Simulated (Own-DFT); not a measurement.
Hf₃₆O₇₁ (tetragonal hafnia with one neutral oxygen vacancy, atoms displaced) (calculated)

A calculation, not a measurement: plane-wave PBE and HSE06 DFT by an unreviewed code, no spin, of a simulated cell at Gamma alone, so results move with cell size and shape, stress positive in tension, energies less offsets, not probed for a lower state with spin; hafnium file: forces about 75 meV/angstrom off all-electron values; oxygen file: force components 24 meV/angstrom off all-electron in a glass; k mesh not checked against a denser one; forces and stress are PBE's, HSE06 gives the energy alone, and its difference from PBE has offsets of its own; offsets are fitted by least squares, one for each functional and potential file, so energies compare only between cells with the same atoms and settings and are not formation energies; the far tail of each file's local potential was reset to the Coulomb form; each entry is a single point on an unrelaxed cell, so the pressure reflects the starting lattice, taken from the Materials Project, from which strain is counted, and rises with the displacements; printed positions are rounded, which can move forces by about a meV/angstrom; the program is a retired in-house code; no spin-orbit coupling. Program: Own-DFT development build.

Common to all runs: first functional PBE; second functional HSE06; exact exchange share 0.25; screening 0.11 1/bohr; exchange divergence Gygi-Baldereschi; potential files PseudoDojo norm-conserving, scalar-relativistic, made for PBE, standard set; wave cutoff 48 hartree; occupations fixed; k mesh 1 x 1 x 1 centred on Gamma.

(1) Hf₃₆O₇₁ (tetragonal hafnia with one neutral oxygen vacancy, atoms displaced)

```
Hf36O71
1.0
     10.7800     0.0000     0.0000
      0.0000    10.7800     0.0000
      0.0000     0.0000    10.4493
Hf O Hf O Hf O Hf O Hf O Hf O Hf O Hf O Hf O Hf O Hf O Hf O Hf O Hf O Hf O Hf O Hf O Hf O
2 4 2 4 2 4 2 4 2 4 2 4 2 4 2 4 2 3 2 4 2 4 2 4 2 4 2 4 2 4 2 4 2 4 2 4
Direct
  0.99667 0.00356 0.00120
  0.16439 0.16515 0.25160
  0.99830 0.16583 0.14856
  0.16734 0.99773 0.34798
  0.99806 0.16165 0.39848
  0.16607 0.00101 0.09809
  0.99942 0.99842 0.50031
  0.16446 0.16589 0.76027
  0.00272 0.17224 0.65648
  0.16924 0.99970 0.84571
  0.99736 0.16491 0.90593
  0.16658 0.99687 0.59783
  0.99997 0.33407 0.99998
  0.16596 0.49602 0.24479
  0.00396 0.49810 0.15326
  0.16274 0.32929 0.34928
  0.00257 0.50099 0.40205
  0.16843 0.33741 0.10027
  0.99862 0.33467 0.50277
  0.16942 0.49478 0.74702
  0.99621 0.50096 0.64797
  0.16699 0.33122 0.84747
  0.00362 0.49643 0.90034
  0.16866 0.33201 0.59475
  0.00195 0.66202 0.99606
  0.16492 0.83340 0.25450
  0.99900 0.83632 0.15220
  0.16446 0.66783 0.34565
  0.00573 0.83418 0.40307
  0.16630 0.66806 0.10094
  0.99763 0.66578 0.49632
  0.17104 0.83574 0.74744
  0.00046 0.83885 0.65356
  0.16750 0.66844 0.84533
  0.00171 0.83679 0.90649
  0.17080 0.66327 0.60032
  0.33855 0.99687 0.00081
  0.49902 0.16276 0.24992
  0.32980 0.16998 0.15185
  0.50247 0.00010 0.34821
  0.33236 0.16517 0.40122
  0.49667 0.00617 0.09690
  0.33309 0.99697 0.49715
  0.50288 0.16782 0.75262
  0.33458 0.16712 0.65012
  0.49808 0.00387 0.84409
  0.33631 0.16994 0.90099
  0.49719 0.99346 0.59896
  0.32952 0.33623 0.99796
  0.50085 0.49928 0.25056
  0.33364 0.50086 0.15876
  0.33040 0.49880 0.40501
  0.49872 0.33740 0.09776
  0.33431 0.33386 0.49727
  0.50371 0.49913 0.75127
  0.33183 0.49733 0.65556
  0.49931 0.33023 0.84576
  0.33795 0.49773 0.89923
  0.49824 0.33655 0.59437
  0.33530 0.66528 0.99802
  0.50433 0.83224 0.24915
  0.33328 0.83724 0.15624
  0.50429 0.66770 0.34399
  0.33453 0.83261 0.40488
  0.49658 0.66199 0.09584
  0.33347 0.67063 0.49981
  0.49981 0.83500 0.75042
  0.33451 0.83193 0.65474
  0.49985 0.66978 0.84613
  0.33659 0.83243 0.90123
  0.49532 0.66177 0.59567
  0.66646 0.00312 0.99931
  0.83399 0.16769 0.25628
  0.66894 0.16453 0.15147
  0.83178 0.99858 0.34996
  0.66700 0.16719 0.40134
  0.83007 0.99519 0.10084
  0.66633 0.99878 0.49094
  0.82832 0.16302 0.75952
  0.66776 0.16604 0.65023
  0.82997 0.00101 0.85410
  0.67032 0.16635 0.89800
  0.83382 0.00076 0.60200
  0.66287 0.33402 0.00194
  0.83499 0.49746 0.24870
  0.66737 0.50093 0.15060
  0.83019 0.33153 0.35092
  0.66506 0.49768 0.40007
  0.83411 0.32936 0.09850
  0.66398 0.33627 0.49689
  0.83560 0.49748 0.75104
  0.66923 0.50217 0.65271
  0.82723 0.33409 0.84613
  0.66687 0.50426 0.90379
  0.83706 0.33447 0.59860
  0.66877 0.66830 0.00622
  0.83428 0.83643 0.24716
  0.66576 0.82874 0.15124
  0.82700 0.66291 0.34292
  0.66408 0.82989 0.40418
  0.83750 0.67274 0.09786
  0.66984 0.66680 0.50214
  0.83476 0.82865 0.75121
  0.66815 0.83101 0.65390
  0.83698 0.66931 0.84440
  0.66795 0.83276 0.89607
  0.82937 0.67160 0.60023
```

The calculation gives: PBE energy of cell above offsets -100.965 eV; HSE06 less PBE above offsets -0.144 eV; PBE pressure 0.84 GPa; PBE stress xx 0.58 GPa; PBE stress yy -1.74 GPa; PBE stress zz -1.35 GPa; PBE stress yz 0.56 GPa; PBE stress xz 0.22 GPa; PBE stress xy -0.01 GPa.

Force:
| element | x (eV/Å) | y (eV/Å) | z (eV/Å) |
| --- | --- | --- | --- |
| Hf | 0.608 | -1.369 | 0.76 |
| Hf | 0.247 | -0.356 | -0.25 |
| O | -0.046 | 0.144 | 0.552 |
| O | 0.121 | 0.535 | 0.201 |
| O | -0.208 | 0.605 | 0.335 |
| O | 0.213 | 0.1 | -0.448 |
| Hf | 0.081 | 0.272 | 1.16 |
| Hf | 0.95 | -0.462 | -2.339 |
| O | -0.466 | -0.302 | 0.236 |
| O | 0.019 | -0.009 | 0.577 |
| O | 0.176 | 0.985 | -0.517 |
| O | 0.184 | -0.035 | -0.364 |
| Hf | -0.015 | -0.59 | 0.536 |
| Hf | 0.75 | 0.381 | 1.623 |
| O | -1.456 | -0.013 | -0.769 |
| O | -0.033 | 0.45 | -0.454 |
| O | -0.494 | -0.112 | -0.275 |
| O | -0.695 | 0.018 | -0.524 |
| Hf | 0.697 | -0.749 | 0.083 |
| Hf | -0.224 | 1.098 | -0.626 |
| O | 0.727 | 0.143 | 0.341 |
| O | -0.104 | 0.512 | 0.855 |
| O | -0.369 | 0.099 | -0.013 |
| O | -0.588 | 0.612 | 0.389 |
| Hf | 0.625 | 1.639 | 0.121 |
| Hf | -0.068 | -0.152 | -1.156 |
| O | 0.116 | 0.015 | 0.664 |
| O | 0.025 | -0.536 | 0.307 |
| O | -0.75 | -0.429 | -0.156 |
| O | 0.151 | -0.3 | -0.863 |
| Hf | 0.995 | -0.013 | 0.839 |
| Hf | -0.908 | -0.244 | 0.152 |
| O | 0.144 | -0.609 | -0.034 |
| O | -0.084 | -0.768 | 0.303 |
| O | -0.178 | -0.623 | -0.135 |
| O | -1.086 | 0.232 | -0.718 |
| Hf | -1.908 | 0.58 | -0.256 |
| Hf | -0.507 | 1.124 | -0.153 |
| O | 0.615 | -0.049 | 0.302 |
| O | 0.165 | -0.357 | -0.243 |
| O | 0.635 | 0.089 | -0.359 |
| O | 1.308 | -0.273 | 0.276 |
| Hf | -0.185 | 1.071 | 1.277 |
| Hf | -1.048 | -0.352 | -1.724 |
| O | -0.084 | -0.068 | 0.701 |
| O | 0.208 | -0.639 | 1.001 |
| O | -0.254 | -0.369 | 0.621 |
| O | 0.749 | 0.111 | -0.807 |
| Hf | 0.649 | -1.022 | 0.419 |
| Hf | -0.108 | -0.381 | 0.368 |
| O | 0.085 | -0.033 | -0.797 |
| O | 0.608 | 0.368 | -0.34 |
| O | 0.047 | -0.153 | 0.117 |
| Hf | -0.563 | -0.57 | 0.565 |
| Hf | -0.63 | 0.64 | -0.456 |
| O | 0.683 | -0.17 | 0.113 |
| O | 0.689 | 0.894 | 0.504 |
| O | -0.336 | 0.467 | 0.488 |
| O | 0.728 | 0.137 | -0.37 |
| Hf | -0.739 | 0.295 | -0.093 |
| Hf | -1.094 | -0.389 | 0.363 |
| O | 0.563 | -0.066 | -0.219 |
| O | -0.283 | -0.215 | -0.049 |
| O | 0.051 | 0.017 | -0.509 |
| O | 0.724 | 0.354 | 0.074 |
| Hf | -0.386 | -1.073 | 0.235 |
| Hf | 0.635 | 0.116 | -0.431 |
| O | -0.039 | -0.108 | -0.496 |
| O | -0.089 | -0.8 | 0.119 |
| O | 0 | 0.149 | 0.394 |
| O | 1.041 | 0.064 | -0.006 |
| Hf | 0.43 | -0.61 | -0.397 |
| Hf | 0.264 | -0.089 | -0.711 |
| O | -0.544 | 0.09 | -0.015 |
| O | -0.292 | -0.163 | 0.023 |
| O | -0.408 | 0.185 | -0.33 |
| O | -0.139 | 0.042 | 0.045 |
| Hf | -0.014 | 0.109 | 2.255 |
| Hf | 0.562 | 0.107 | -2.122 |
| O | -0.301 | 0.126 | 0.267 |
| O | 0.138 | -0.512 | 0.07 |
| O | -0.406 | 0.273 | 0.772 |
| O | -0.241 | 0.101 | -0.687 |
| Hf | 0.486 | 0.3 | -0.227 |
| Hf | -0.222 | -0.137 | 0.176 |
| O | 0.407 | 0.007 | 0.135 |
| O | 0.381 | 0.613 | -0.302 |
| O | -0.344 | 0.251 | 0.01 |
| O | -0.211 | 0.533 | -0.143 |
| Hf | 0.532 | -0.655 | 0.841 |
| Hf | -0.395 | 0.079 | -0.522 |
| O | -0.028 | -0.171 | -0.025 |
| O | 0.363 | 0.072 | 0.683 |
| O | -0.133 | -0.513 | 0.164 |
| O | -1.015 | 0.236 | -0.157 |
| Hf | -0.377 | 0.267 | -0.995 |
| Hf | 0.488 | -0.542 | -0.261 |
| O | -0.078 | 0.21 | -0.168 |
| O | 0.467 | 0.546 | 0.546 |
| O | 0.198 | 0.515 | -0.55 |
| O | -0.163 | -0.643 | -0.289 |
| Hf | -1.164 | -0.199 | 0.1 |
| Hf | -0.186 | 1.424 | -0.422 |
| O | -0.397 | -0.119 | -0.338 |
| O | 0.282 | -1.427 | 0.831 |
| O | -0.192 | 0.262 | 1.325 |
| O | 1.267 | -0.126 | -0.599 |

(2) Hf₃₆O₇₁ (tetragonal hafnia with one neutral oxygen vacancy, atoms displaced)

```
Hf36O71
1.0
     10.7800     0.0000     0.0000
      0.0000    10.7800     0.0000
      0.0000     0.0000    10.4493
Hf O Hf O Hf O Hf O Hf O Hf O Hf O Hf O Hf O Hf O Hf O Hf O Hf O Hf O Hf O Hf O Hf O Hf O
2 4 2 4 2 4 2 3 2 4 2 4 2 4 2 4 2 4 2 4 2 4 2 4 2 4 2 4 2 4 2 4 2 4 2 4
Direct
  0.99862 0.00172 0.00192
  0.16722 0.16506 0.25718
  0.00077 0.17071 0.15275
  0.17231 0.00193 0.34442
  0.00064 0.16779 0.39859
  0.16779 0.00137 0.09549
  0.99611 0.00223 0.49922
  0.16792 0.16771 0.74862
  0.99698 0.16212 0.65368
  0.16913 0.99901 0.85313
  0.00206 0.16549 0.90197
  0.16696 0.00118 0.59977
  0.99592 0.33327 0.00219
  0.16733 0.50312 0.25000
  0.00394 0.49670 0.15290
  0.16642 0.33483 0.34931
  0.99814 0.49982 0.39846
  0.16891 0.33554 0.09534
  0.99962 0.32909 0.49915
  0.16340 0.49744 0.75187
  0.00007 0.49929 0.65329
  0.16633 0.33402 0.84798
  0.00237 0.50126 0.90448
  0.99926 0.66280 0.99998
  0.16585 0.83230 0.25262
  0.99419 0.83389 0.14935
  0.16370 0.66528 0.34515
  0.00114 0.83605 0.40323
  0.16840 0.67021 0.09398
  0.00082 0.66995 0.50553
  0.16964 0.83141 0.75016
  0.00281 0.83160 0.65071
  0.16785 0.66678 0.85119
  0.00151 0.83016 0.90281
  0.17135 0.66788 0.60068
  0.33449 0.00236 0.00133
  0.49835 0.16315 0.24952
  0.33053 0.16371 0.15361
  0.49927 0.99759 0.34901
  0.33278 0.16873 0.39677
  0.49936 0.99689 0.09832
  0.33457 0.00053 0.50140
  0.49622 0.16926 0.75135
  0.33663 0.17004 0.65246
  0.50025 0.00142 0.85203
  0.33067 0.16691 0.90383
  0.50139 0.00390 0.59332
  0.33701 0.33307 0.99838
  0.50299 0.49933 0.24992
  0.32789 0.50191 0.14631
  0.49786 0.32863 0.34931
  0.33437 0.50032 0.40543
  0.49995 0.33527 0.09837
  0.33520 0.33461 0.50009
  0.50279 0.49779 0.75500
  0.33634 0.50688 0.65028
  0.49993 0.33291 0.84787
  0.33259 0.50071 0.90143
  0.49119 0.33252 0.60127
  0.33398 0.66628 0.99835
  0.49860 0.83073 0.24988
  0.33578 0.83475 0.15168
  0.50476 0.66388 0.34295
  0.33508 0.83458 0.40247
  0.49589 0.67018 0.09714
  0.33404 0.66705 0.50084
  0.50536 0.83039 0.75250
  0.33009 0.83328 0.65186
  0.49644 0.66981 0.84582
  0.32953 0.83542 0.90409
  0.49709 0.66806 0.59570
  0.66391 0.00078 0.00205
  0.83356 0.16616 0.24741
  0.67090 0.16255 0.15179
  0.83598 0.00234 0.34908
  0.66630 0.16744 0.40191
  0.83326 0.99949 0.09751
  0.66019 0.99717 0.49858
  0.83462 0.16939 0.74596
  0.66739 0.16497 0.65413
  0.83296 0.00591 0.85032
  0.66367 0.16494 0.90513
  0.83224 0.99921 0.60017
  0.67186 0.33212 0.00063
  0.83035 0.50069 0.25217
  0.66839 0.49904 0.15325
  0.83288 0.33029 0.34846
  0.66531 0.49856 0.40009
  0.83646 0.33627 0.09500
  0.66712 0.33204 0.50522
  0.83353 0.49456 0.74595
  0.66206 0.49699 0.65091
  0.83102 0.33729 0.84890
  0.66981 0.50183 0.90385
  0.83167 0.32978 0.59858
  0.66682 0.66391 0.99786
  0.82814 0.83754 0.24904
  0.66955 0.83737 0.14744
  0.82530 0.67046 0.34837
  0.66162 0.83128 0.40653
  0.83285 0.66459 0.09986
  0.66538 0.66812 0.50290
  0.83377 0.83468 0.74971
  0.66388 0.84182 0.65739
  0.83461 0.66559 0.84929
  0.66722 0.83414 0.90330
  0.83122 0.66847 0.59723
```

The calculation gives: PBE energy of cell above offsets -100.892 eV; HSE06 less PBE above offsets -0.142 eV; PBE pressure 0.7 GPa; PBE stress xx -0.79 GPa; PBE stress yy -0.17 GPa; PBE stress zz -1.13 GPa; PBE stress yz 0.12 GPa; PBE stress xz -0.01 GPa; PBE stress xy -0.06 GPa.

Force:
| element | x (eV/Å) | y (eV/Å) | z (eV/Å) |
| --- | --- | --- | --- |
| Hf | 0.73 | -0.841 | -0.494 |
| Hf | 0.186 | 0.945 | -1.469 |
| O | -0.244 | -0.18 | -0.008 |
| O | -0.312 | -0.895 | 0.775 |
| O | 0.13 | -0.32 | 0.651 |
| O | -0.572 | -0.188 | 0.562 |
| Hf | 0.318 | -0.356 | 0.449 |
| Hf | -0.158 | -0.853 | 0.795 |
| O | 0.804 | 0.733 | -0.709 |
| O | -0.202 | 0.31 | -1.108 |
| O | -0.264 | 0.823 | -0.053 |
| O | -0.119 | 0.316 | -0.512 |
| Hf | 2.408 | -0.207 | -0.061 |
| Hf | -0.107 | -1.088 | -0.575 |
| O | -0.951 | 0.291 | 0.003 |
| O | -0.137 | 0.062 | 0.523 |
| O | -0.326 | 0.144 | 1.251 |
| O | -0.201 | -0.291 | -0.249 |
| Hf | 0.874 | 0.974 | -0.691 |
| Hf | 1.317 | 0.801 | 0.245 |
| O | -0.212 | -0.278 | -0.38 |
| O | 0.033 | -0.239 | -1.04 |
| O | -0.237 | -0.834 | -0.671 |
| Hf | 0.299 | 1.182 | 0.295 |
| Hf | -0.194 | 0.257 | -1.376 |
| O | 0.67 | 0.042 | 0.978 |
| O | 0.147 | 0.715 | 0.691 |
| O | 0.197 | -0.36 | 0.093 |
| O | -0.49 | 0.14 | 0.663 |
| Hf | 0.422 | -0.18 | -0.869 |
| Hf | -0.212 | 0.447 | 1.104 |
| O | -0.683 | -0.148 | 0.053 |
| O | -0.077 | -0.401 | -0.721 |
| O | -0.506 | 0.606 | -0.141 |
| O | -1.137 | -0.135 | -0.468 |
| Hf | -0.916 | -0.692 | -0.184 |
| Hf | -0.114 | 0.306 | 0.088 |
| O | 0.821 | 0.13 | -0.111 |
| O | 0.221 | 0.284 | -0.171 |
| O | 0.09 | -0.417 | 0.96 |
| O | 0.296 | 0.443 | 0.471 |
| Hf | -0.644 | 0.041 | -0.307 |
| Hf | 0.929 | -0.808 | 0.248 |
| O | -1.124 | -0.111 | -0.226 |
| O | -0.067 | -0.203 | -0.791 |
| O | 0.412 | 0.383 | -0.575 |
| O | -0.837 | -0.037 | 0.733 |
| Hf | -1.258 | 0.502 | 0.727 |
| Hf | -0.937 | -0.727 | -0.167 |
| O | 1.366 | 0.027 | 0.898 |
| O | 0.156 | 0.744 | -0.238 |
| O | 0.122 | 0.167 | -0.524 |
| O | 0.655 | -0.188 | -0.07 |
| Hf | -1.068 | -0.023 | -0.421 |
| Hf | -1.596 | 0.355 | -0.631 |
| O | -0.526 | -0.774 | 0.707 |
| O | 0.171 | 0.215 | 0.342 |
| O | 0.481 | -0.475 | -0.297 |
| O | 1.971 | 0.065 | 0.073 |
| Hf | -0.961 | 0.383 | -0.002 |
| Hf | -0.088 | 0.144 | -0.613 |
| O | -0.59 | -0.027 | 0.692 |
| O | -0.221 | 0.271 | 0.413 |
| O | -0.059 | -0.359 | -0.071 |
| O | 1.403 | -0.371 | -0.076 |
| Hf | -0.331 | -0.235 | 0.21 |
| Hf | -1.737 | 1.175 | 0.329 |
| O | 1.429 | 0.333 | -0.043 |
| O | 0.539 | -0.956 | 0.283 |
| O | 0.436 | -0.29 | -0.131 |
| O | 1.079 | 0.416 | 0.253 |
| Hf | 0.427 | -0.206 | -0.3 |
| Hf | 0.285 | -0.107 | 0.394 |
| O | -0.862 | 0.439 | -0.08 |
| O | -0.197 | -0.233 | 0.022 |
| O | -0.113 | -0.307 | 0.42 |
| O | -0.102 | 0.299 | 0.304 |
| Hf | 1.011 | 0.948 | 0.037 |
| Hf | -0.566 | -1.058 | 1.157 |
| O | -0.544 | 0.515 | -0.067 |
| O | 0.062 | -0.789 | -0.609 |
| O | 0.117 | 1.076 | -0.006 |
| O | -0.002 | -0.151 | -0.442 |
| Hf | -0.848 | -0.343 | 0.029 |
| Hf | 1.182 | 0.503 | 0.363 |
| O | -0.526 | -0.012 | -0.384 |
| O | -0.179 | 0.393 | -0.132 |
| O | 0.089 | -0.114 | 0.654 |
| O | -1.158 | -0.119 | 0.717 |
| Hf | -1.108 | -0.34 | -1.131 |
| Hf | -0.151 | 1.417 | 0.711 |
| O | 0.851 | -0.008 | 0.085 |
| O | 0.04 | -0.719 | -0.081 |
| O | -0.567 | -0.645 | -0.437 |
| O | 0.515 | 0.428 | 0.239 |
| Hf | 0.456 | 1.091 | 0.802 |
| Hf | 1.045 | -0.515 | -0.347 |
| O | -0.854 | -0.264 | 0.757 |
| O | 0.231 | -0.28 | -0.016 |
| O | 0.134 | 0.443 | -0.291 |
| O | -0.381 | -0.342 | -0.229 |
| Hf | -0.051 | -0.74 | -1.034 |
| Hf | 0.739 | 0.491 | 0.975 |
| O | 0.729 | -0.582 | -0.703 |
| O | -0.32 | -0.268 | -0.746 |
| O | -0.08 | -0.529 | -0.3 |
| O | -0.003 | -0.048 | 0.361 |
